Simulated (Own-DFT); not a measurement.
# What a defect does to the pressure of its cell: zincblende GaAs

Everything here is calculated. The program is Own-DFT (plane waves, in-house, since retired, never reviewed by a person); positions were held fixed, and spin and spin-orbit coupling were off.

Common settings: PBE; PseudoDojo norm-conserving scalar-relativistic files; cutoff 42 hartree; 3 x 3 x 3 k mesh centred on Gamma; Fermi-Dirac smearing of 0.1 eV.

Caveats (not all hold for every row): not probed for a lower state with spin; forces not confirmed at this smearing and k mesh; stress not checked against mesh or cutoff.

All runs share one cell, with vectors in Å (11.737, 0.000, 0.000); (0.000, 11.737, 0.000); (0.000, 0.000, 10.833) and a volume of 1492.4 Å³, strained against the parent crystal. The atoms are randomly displaced, by u rms on each axis. The defect's site can differ from row to row.

| cell | formula | u (Å) | P (GPa) |
|---|---|---|---|
| no defect | As32Ga32 | 0.0305 | 1.25 |
| no defect | As32Ga32 | 0.0502 | 1.57 |
| no defect | As32Ga32 | 0.0503 | 1.62 |
| one P on an As site | As31Ga32P | 0.0266 | 0.98 |
| one P on an As site | As31Ga32P | 0.0308 | 0.99 |
| one P on an As site | As31Ga32P | 0.0316 | 1.05 |
| one As vacancy and one Ga vacancy | As31Ga31 | 0.0288 | 0.84 |
| one As vacancy and one Ga vacancy | As31Ga31 | 0.0299 | 1.02 |
| one As vacancy and one Ga vacancy | As31Ga31 | 0.0524 | 1.17 |
| one In on a Ga site | As32Ga31In | 0.0465 | 2.05 |
| one In on a Ga site | As32Ga31In | 0.0485 | 2.16 |
| one In on a Ga site | As32Ga31In | 0.0513 | 2.18 |
| one Al on a Ga site | AlAs32Ga31 | 0.0290 | 1.21 |
| one Al on a Ga site | AlAs32Ga31 | 0.0313 | ? |
| one Al on a Ga site | AlAs32Ga31 | 0.0516 | 1.61 |
| one Al on a Ga site | AlAs32Ga31 | 0.0537 | 1.61 |

## Working it out

P = P0 + c u² + a shift for each defect gives P0 = 1.11 GPa, c = 183 ± 23 GPa/Å² and a scatter of 0.06 GPa. The shifts, and each times the cell's volume:

- one In on a Ga site: 0.58 ± 0.05 GPa, 5.4 eV
- one Al on a Ga site: -0.03 ± 0.05 GPa, -0.2 eV (not resolved)
- one P on an As site: -0.27 ± 0.05 GPa, -2.5 eV
- one As vacancy and one Ga vacancy: -0.38 ± 0.05 GPa, -3.5 eV

Positive is outwards. The product with the volume (160.2 GPa Å³ to the eV) is nearly free of the cell's size; divided by the bulk modulus at the cell's pressure it gives the volume that the defect adds. The atoms around the defects weren't relaxed, which would change these numbers.

## Test on the hidden row

Q: what pressure belongs in the blank (one Al on a Ga site, u = 0.0313 Å)?

Estimate: 1.27 ± 0.07 GPa. The run itself gave 1.24 GPa.
